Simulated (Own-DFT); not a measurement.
# Misfit strain and the stress it brings: diamond-structure GeSn with randomly placed atoms, 64 atoms (Ge52Sn12)

The numbers are computed, not measured, by runs of the plane-wave DFT program Own-DFT (in-house, retired, unreviewed) at fixed positions, with no spin and no spin-orbit coupling.

All runs used: PBE; PseudoDojo norm-conserving scalar-relativistic files; cutoff 49 hartree; 3 x 3 x 3 k mesh centred on Gamma; Fermi-Dirac smearing of 0.1 eV.

Caveats: forces on such cells moved up to 12 meV/angstrom on a denser k mesh; stress not checked against mesh or cutoff.

Unstrained cell vectors in Å: (11.628, 0.000, 0.000); (0.000, 11.628, 0.000); (0.000, 0.000, 11.628). The unstrained cell has measured lattice constants (interpolated for alloys), not those of this functional. That, the random moves and any unrelaxed bonds set the pressure at no strain. Each run strains x and y alike by e, as a substrate would, and holds the height along z. Each coordinate of each atom was shifted by a normal deviate of width 0.05 Å. The random placing of the alloy's atoms differs from row to row. Stress is positive in tension.

| e (%) | u (Å) | (s_xx + s_yy)/2 (GPa) | s_zz (GPa) |
|---|---|---|---|
| -3.00 | 0.053 | -11.01 | -9.26 |
| -2.50 | 0.051 | ? | ? |
| -2.25 | 0.050 | -9.85 | -8.53 |
| -1.50 | 0.051 | -8.24 | -7.22 |
| -1.00 | 0.046 | -7.09 | -6.76 |
| -0.50 | 0.049 | -6.46 | -6.16 |
| 0.50 | 0.052 | -4.66 | -4.90 |
| 1.25 | 0.050 | -3.34 | -4.10 |
| 1.50 | 0.050 | -3.26 | -3.85 |
| 3.00 | 0.053 | -1.18 | -2.58 |

## Analysis

With e as a fraction, the in-plane stress is -5.5 + 167 e - 719 e² GPa (errors 3 and 164, scatter 0.16), and s_zz is -5.5 + 114 e - 504 e² GPa (slope ± 2, scatter 0.12). At e = 0 the first slope is C11 + C12 and the second 2 C12, both with the ions held to the strained lattice and at the cell's own pressure. The term in e² is negative: the layer stiffens under compression and softens under tension. A free layer would change its height as e changes, and the in-plane slope would drop by 2 C12²/C11 to the biaxial modulus. At fixed height, a misfit of 1 % moves the in-plane stress by about 1.7 GPa and s_zz by 1.1 GPa.

## Check

Asked: what are the two stresses at e = -2.50 %?

The fitted form gives -10.1 and -8.7 GPa. The run itself gave -10.12 and -8.86 GPa.
